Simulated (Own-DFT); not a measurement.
# Biaxial strain at fixed height in diamond-structure GeSn with randomly placed atoms, 64 atoms (Ge52Sn12)

The numbers are computed, not measured, by runs of the plane-wave DFT program Own-DFT (in-house, retired, unreviewed) at fixed positions, with no spin and no spin-orbit coupling.

Settings: PBE; PseudoDojo norm-conserving scalar-relativistic files; cutoff 49 hartree; 3 x 3 x 3 k mesh centred on Gamma; Fermi-Dirac smearing of 0.1 eV.

Keep in mind: forces on such cells moved up to 12 meV/angstrom on a denser k mesh; stress not checked against mesh or cutoff.

Unstrained cell vectors in Å: (11.628, 0.000, 0.000); (0.000, 11.628, 0.000); (0.000, 0.000, 11.628). The unstrained cell has measured lattice constants (interpolated for alloys), not those of this functional. That, the random moves and any unrelaxed bonds set the pressure at no strain. Each run strains x and y alike by e, as a substrate would, and holds the height along z. Each coordinate of each atom was shifted by a normal deviate of width 0.05 Å. The random placing of the alloy's atoms differs from row to row. Stress is positive in tension.

| e (%) | u (Å) | (s_xx + s_yy)/2 (GPa) | s_zz (GPa) |
|---|---|---|---|
| -2.50 | 0.048 | -9.89 | -8.46 |
| -2.25 | 0.051 | -9.93 | -8.65 |
| -1.50 | 0.051 | -8.40 | -7.63 |
| -1.25 | 0.048 | ? | ? |
| -0.25 | 0.053 | -5.96 | -5.86 |
| 0.25 | 0.046 | -5.09 | -5.38 |
| 1.25 | 0.048 | -3.42 | -4.04 |
| 1.50 | 0.048 | -3.13 | -3.81 |
| 1.75 | 0.056 | -2.96 | -3.66 |
| 2.25 | 0.047 | -2.09 | -3.15 |

## What the rows give

With e as a fraction, the in-plane stress is -5.6 + 169 e - 613 e² GPa (errors 4 and 322, scatter 0.19), and s_zz is -5.6 + 119 e - 201 e² GPa (slope ± 4, scatter 0.18). At e = 0 the first slope is C11 + C12 and the second 2 C12, both with the ions held to the strained lattice and at the cell's own pressure. A free layer would change its height as e changes, and the in-plane slope would drop by 2 C12²/C11 to the biaxial modulus. At fixed height, a misfit of 1 % moves the in-plane stress by about 1.7 GPa and s_zz by 1.2 GPa.

## Prediction

Question: what are the two stresses at e = -1.25 %?

The fitted form gives -7.8 and -7.2 GPa. DFT gave -7.63 and -7.13 GPa.
